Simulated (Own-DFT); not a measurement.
# Strain and stress in diamond-structure SiGeSn with randomly placed atoms, 64 atoms (Ge48Si8Sn8)

Calculated results; nothing here was measured. They come from Own-DFT, an in-house plane-wave density functional program, since retired, whose code no person has reviewed. Each row is one single-point run on a periodic cell that was not relaxed, without spin or spin-orbit coupling.

Settings of every run: PBE; PseudoDojo norm-conserving scalar-relativistic files; cutoff 49 hartree; 3 x 3 x 3 k mesh centred on Gamma; Fermi-Dirac smearing of 0.1 eV.

Known limits: forces on such cells moved up to 12 meV/angstrom on a denser k mesh; stress not checked against mesh or cutoff.

Unstrained cell vectors in Å: (11.467, 0.000, 0.000); (0.000, 11.467, 0.000); (0.000, 0.000, 11.467). The unstrained cell has measured lattice constants (interpolated for alloys), not those of this functional. That, the random moves and any unrelaxed bonds set the pressure at no strain. Each run strains this cell uniformly, with the atoms carried along. Every atom was also moved at random, by a Gaussian of width 0.05 Å on each axis. The random placing of the alloy's atoms differs from row to row. Strain is the symmetric tensor, in per cent. Stress is positive in tension, and the pressure is minus a third of its trace.

| run | e_xx (%) | e_yy (%) | e_zz (%) | s_xx (GPa) | s_yy (GPa) | s_zz (GPa) | P (GPa) | E (meV/atom) |
|---|---|---|---|---|---|---|---|---|
| 1 | 0.25 | 0.25 | 0.00 | -4.72 | -4.82 | -5.02 | 4.85 | 34.2 |
| 2 | 2.75 | 2.75 | 0.00 | -0.79 | -0.83 | -2.15 | 1.26 | 0.0 |
| 3 | 3.00 | 3.00 | 0.00 | -0.39 | -0.53 | -2.27 | 1.06 | 6.4 |
| 4 | -1.50 | -1.50 | 0.00 | -7.90 | -7.80 | -7.02 | 7.57 | 55.1 |
| 5 | -2.25 | -2.25 | 0.00 | -9.32 | -9.46 | -7.70 | 8.83 | 62.8 |
| 6 | -0.75 | -0.75 | 0.00 | -6.02 | -6.17 | -5.50 | 5.89 | 14.8 |
| 7 | -1.25 | -1.25 | 0.00 | -7.40 | -7.47 | -6.58 | 7.15 | 51.2 |
| 8 | -1.00 | -1.00 | 0.00 | -6.98 | -6.92 | -6.39 | 6.76 | 47.2 |
| 9 | -1.75 | -1.75 | 0.00 | ? | ? | ? | ? | ? |

E is the free energy for each atom above the lowest run shown.

## Worked fit

The change of volume is close to e_xx + e_yy + e_zz. A straight line through the runs shown gives P = 5.31 - 73 x (fractional change of volume) GPa, with an error of 2 on the slope and a scatter of 0.25 GPa. The strain isn't the same on all axes, but the crystal is cubic, so the slope still estimates the bulk modulus, averaged over pressures from 1.1 to 8.8 GPa.

## Withheld run

Question: what pressure should run 9 give? Its volume changes by -3.47 %.

The line gives 7.8 GPa. The calculation gave 7.86 GPa.
